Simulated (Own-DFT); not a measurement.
# Computed records: Al$_{3}$GaN$_{4}$ (wurtzite random alloy, strained, atoms displaced)

A calculation, not a measurement: plane-wave density functional theory by an unreviewed code, no spin, of a simulated periodic cell, stress positive in tension, run twice, with PBE and with PBEsol, both on files made for PBE, so the change isn't that of files made for PBEsol, forces on such cells passed a denser k mesh, this cell's mesh not checked; the far tail of each file's local potential was reset to the Coulomb form; each entry is a single point on an unrelaxed cell, so the pressure reflects the starting lattice, mostly measured values (interpolated for alloys), from which strain is counted, and rises with the displacements; printed positions are rounded, which can move forces by about a meV/angstrom; the program, named Own-DFT, is a retired in-house code; no spin-orbit coupling; stress was not checked against mesh or cutoff. Program: Own-DFT development build.

```json
{"formula": "Al3GaN4", "kind": "wurtzite random alloy, strained, atoms displaced", "structure": {"cell_angstrom": [[9.3468, 0.0, 0.0], [-4.6734, 8.0946, 0.0], [0.0, 0.0, 10.0655]], "atoms_fractional": [["Al", 0.10982, 0.22169, 0.00244], ["Al", 0.21265, 0.09919, 0.2547], ["N", 0.11322, 0.22881, 0.19701], ["N", 0.22383, 0.10691, 0.43982], ["Al", 0.11772, 0.22536, 0.50771], ["Al", 0.22406, 0.1198, 0.75447], ["N", 0.11534, 0.22404, 0.69598], ["N", 0.2304, 0.11438, 0.93967], ["Al", 0.10225, 0.54939, 0.99407], ["Al", 0.21965, 0.44484, 0.23752], ["N", 0.09951, 0.54208, 0.18989], ["N", 0.22563, 0.44983, 0.43699], ["Ga", 0.10515, 0.55507, 0.50162], ["Ga", 0.22476, 0.44441, 0.7385], ["N", 0.10822, 0.55371, 0.69776], ["N", 0.22272, 0.45414, 0.94244], ["Ga", 0.1146, 0.88788, 0.99243], ["Ga", 0.22716, 0.7864, 0.2428], ["N", 0.10841, 0.89214, 0.19596], ["N", 0.22509, 0.78664, 0.43759], ["Ga", 0.1087, 0.89745, 0.5082], ["Al", 0.21829, 0.78261, 0.74489], ["N", 0.10344, 0.87537, 0.69404], ["N", 0.22654, 0.78011, 0.94356], ["Al", 0.43872, 0.2264, 0.99138], ["Al", 0.55788, 0.12085, 0.23912], ["N", 0.43942, 0.21041, 0.19829], ["N", 0.55282, 0.11548, 0.44497], ["Ga", 0.43637, 0.21979, 0.50233], ["Al", 0.55142, 0.11537, 0.75729], ["N", 0.43288, 0.21141, 0.69308], ["N", 0.55691, 0.11757, 0.93631], ["Al", 0.44631, 0.56524, 0.99755], ["Al", 0.55077, 0.44299, 0.248], ["N", 0.45114, 0.5728, 0.18266], ["N", 0.55966, 0.44879, 0.44081], ["Al", 0.44088, 0.55457, 0.49772], ["Al", 0.55253, 0.44249, 0.75394], ["N", 0.45032, 0.55914, 0.68779], ["N", 0.55396, 0.45076, 0.9439], ["Al", 0.44974, 0.89318, 0.99402], ["Al", 0.56102, 0.78399, 0.25245], ["N", 0.4474, 0.89326, 0.18863], ["N", 0.54561, 0.77588, 0.44607], ["Al", 0.44527, 0.89033, 0.49828], ["Al", 0.54121, 0.77478, 0.74867], ["N", 0.44063, 0.88822, 0.69136], ["N", 0.55686, 0.78452, 0.94229], ["Al", 0.77212, 0.21626, 0.99813], ["Al", 0.89434, 0.11649, 0.24993], ["N", 0.77509, 0.2179, 0.18641], ["N", 0.89817, 0.12076, 0.44246], ["Al", 0.78013, 0.22548, 0.50379], ["Al", 0.88396, 0.11383, 0.75621], ["N", 0.77546, 0.21239, 0.68849], ["N", 0.89363, 0.11038, 0.94372], ["Ga", 0.76454, 0.56107, 0.99432], ["Ga", 0.88188, 0.44545, 0.25016], ["N", 0.77571, 0.55082, 0.19483], ["N", 0.8887, 0.448, 0.44867], ["Al", 0.78311, 0.55153, 0.49795], ["Al", 0.89116, 0.45261, 0.74446], ["N", 0.7775, 0.56156, 0.69606], ["N", 0.88407, 0.44882, 0.93774], ["Al", 0.77454, 0.87983, 0.9954], ["Al", 0.88738, 0.77831, 0.23957], ["N", 0.78369, 0.89419, 0.19064], ["N", 0.89534, 0.78434, 0.43584], ["Ga", 0.78801, 0.88158, 0.50522], ["Al", 0.88885, 0.77623, 0.7543], ["N", 0.7767, 0.89563, 0.68503], ["N", 0.88949, 0.76634, 0.94201]]}, "settings": {"functional": "PBE, then PBEsol", "potential_files": "PseudoDojo norm-conserving, scalar-relativistic, standard set", "wave_cutoff [hartree]": 42.0, "occupations": "Fermi-Dirac", "smearing_width [eV]": 0.1, "k_mesh": "4 x 4 x 3 centred on Gamma"}, "results": {"PBE_pressure [GPa]": 8.55, "PBE_stress_xx [GPa]": -12.64, "PBE_stress_yy [GPa]": -8.36, "PBE_stress_zz [GPa]": -4.66, "PBE_stress_yz [GPa]": -0.23, "PBE_stress_xz [GPa]": -0.65, "PBE_stress_xy [GPa]": -0.02, "PBEsol_pressure [GPa]": 5.39, "PBEsol_stress_xx [GPa]": -9.53, "PBEsol_stress_yy [GPa]": -5.22, "PBEsol_stress_zz [GPa]": -1.43, "PBEsol_stress_yz [GPa]": -0.24, "PBEsol_stress_xz [GPa]": -0.69, "PBEsol_stress_xy [GPa]": 0.02, "force_element": ["Al", "Al", "N", "N", "Al", "Al", "N", "N", "Al", "Al", "N", "N", "Ga", "Ga", "N", "N", "Ga", "Ga", "N", "N", "Ga", "Al", "N", "N", "Al", "Al", "N", "N", "Ga", "Al", "N", "N", "Al", "Al", "N", "N", "Al", "Al", "N", "N", "Al", "Al", "N", "N", "Al", "Al", "N", "N", "Al", "Al", "N", "N", "Al", "Al", "N", "N", "Ga", "Ga", "N", "N", "Al", "Al", "N", "N", "Al", "Al", "N", "N", "Ga", "Al", "N", "N"], "PBE_force_x [eV/angstrom]": [0.516, 0.251, 1.096, -2.352, -0.664, -0.198, -0.83, -2.352, -0.356, 0.656, 0.557, 0.314, 1.76, -0.189, -0.353, 1.161, -0.125, -0.021, -0.635, 0.167, 1.338, 2.129, -1.433, 0.784, 1.985, 1.455, -2.592, 1.828, 1.519, 1.198, 0.622, -0.444, -0.959, -0.215, 0.399, -0.406, 0.669, 0.136, 0.417, -2.474, -1.052, -0.549, 1.297, 1.502, -0.695, 1.744, -0.715, 0.697, 0.641, -0.59, 0.238, -0.156, -0.256, 1.165, -1.461, -0.711, 3.299, 1.531, -2.613, -0.239, -2.487, -0.435, -0.212, 0.355, 0.311, 0.203, -0.457, 0.7, -3.018, -1.255, 0.488, -1.626], "PBE_force_y [eV/angstrom]": [0.992, 2.292, -1.615, 1.55, 0.127, -1.985, -1.701, 0.23, 0.99, 1.362, 1.74, -1.239, 1.512, 1.01, 1.193, -1.521, 0.3, -1.691, -0.801, -0.52, -1.647, -1.277, 2.586, -0.879, 0.204, -2.067, 2.386, -0.339, 0.959, -0.934, 1.942, -0.316, -0.451, -0.044, -1.965, 0.368, 0.568, 0.275, -0.321, -1.745, 0.126, 0.502, 0.766, 0.021, 0.778, 0.911, 0.576, -0.462, 1.627, -0.242, -0.141, -0.151, -1.273, -0.624, 1.951, -0.617, -2.528, -1.159, 1.501, -1.728, 1.79, -1.686, -1.201, -1.401, 1.445, -0.372, -0.302, -2.717, 1.518, 0.53, -0.886, 3.923], "PBE_force_z [eV/angstrom]": [0.309, -0.087, -1.61, -0.101, -1.634, -0.078, -0.791, -0.399, 0.957, 1.723, -1.236, 0.044, -0.358, 2.071, -0.746, -0.089, 1.773, 0.994, -1.886, 0.799, -0.969, 1.329, 1.046, -1.272, 2.373, 2.406, -2.209, -1.139, -0.378, -2.331, 1.145, 1.164, 0.293, 0.429, 0.78, -0.328, -0.181, -0.982, 0.07, -1.439, 1.294, 0.508, -1.02, -1.256, 0.262, -0.235, 0.117, -1.454, 0.103, 0.854, -0.172, -0.369, -0.663, -0.739, 0.975, -0.329, 2.364, 0.564, -0.92, -0.796, 0.695, 1.282, -1.148, -0.503, 0.965, 1.66, -0.835, -1.121, -1.401, -0.591, 3.772, -1.325], "PBEsol_force_x [eV/angstrom]": [0.533, 0.255, 1.098, -2.176, -0.646, -0.207, -0.855, -2.363, -0.386, 0.676, 0.375, 0.153, 1.719, -0.194, -0.17, 1.166, -0.105, -0.039, -0.452, 0.025, 1.312, 2.142, -1.449, 0.613, 2.014, 1.459, -2.618, 1.646, 1.498, 1.203, 0.622, -0.457, -0.942, -0.228, 0.396, -0.403, 0.672, 0.141, 0.272, -2.267, -1.063, -0.539, 1.13, 1.616, -0.703, 1.746, -0.718, 0.692, 0.643, -0.591, 0.254, -0.146, -0.255, 1.186, -1.471, -0.717, 3.256, 1.51, -2.42, -0.032, -2.493, -0.45, -0.219, 0.198, 0.327, 0.211, -0.465, 0.673, -2.94, -1.268, 0.489, -1.475], "PBEsol_force_y [eV/angstrom]": [0.983, 2.306, -1.62, 1.445, 0.132, -2.018, -1.487, 0.039, 1.015, 1.38, 1.774, -1.165, 1.469, 0.985, 1.106, -1.523, 0.276, -1.636, -0.91, -0.588, -1.615, -1.28, 2.614, -0.792, 0.21, -2.063, 2.376, -0.244, 0.91, -0.933, 1.942, -0.314, -0.445, -0.063, -1.95, 0.212, 0.555, 0.256, -0.412, -1.609, 0.145, 0.512, 0.668, 0.07, 0.791, 0.904, 0.598, -0.461, 1.632, -0.244, 0.016, -0.285, -1.265, -0.609, 1.945, -0.626, -2.475, -1.112, 1.383, -1.636, 1.814, -1.706, -1.19, -1.325, 1.433, -0.389, -0.287, -2.511, 1.497, 0.542, -0.899, 3.752], "PBEsol_force_z [eV/angstrom]": [0.303, -0.094, -1.597, 0.045, -1.61, -0.093, -0.727, -0.35, 0.962, 1.736, -1.137, 0.072, -0.366, 2.024, -0.841, -0.216, 1.744, 0.986, -1.957, 0.735, -0.964, 1.331, 0.849, -1.218, 2.394, 2.423, -2.201, -1.092, -0.373, -2.351, 0.961, 1.183, 0.27, 0.411, 0.776, -0.279, -0.158, -0.984, 0.108, -1.358, 1.291, 0.518, -0.958, -1.205, 0.282, -0.228, 0.106, -1.449, 0.092, 0.853, -0.119, -0.324, -0.67, -0.737, 0.973, -0.31, 2.302, 0.53, -0.975, -0.888, 0.714, 1.265, -1.147, -0.457, 0.967, 1.642, -0.842, -0.984, -1.346, -0.596, 3.54, -1.186], "rms_change_of_force_components_from_PBE_to_PBEsol [eV/angstrom]": 0.073}}
```
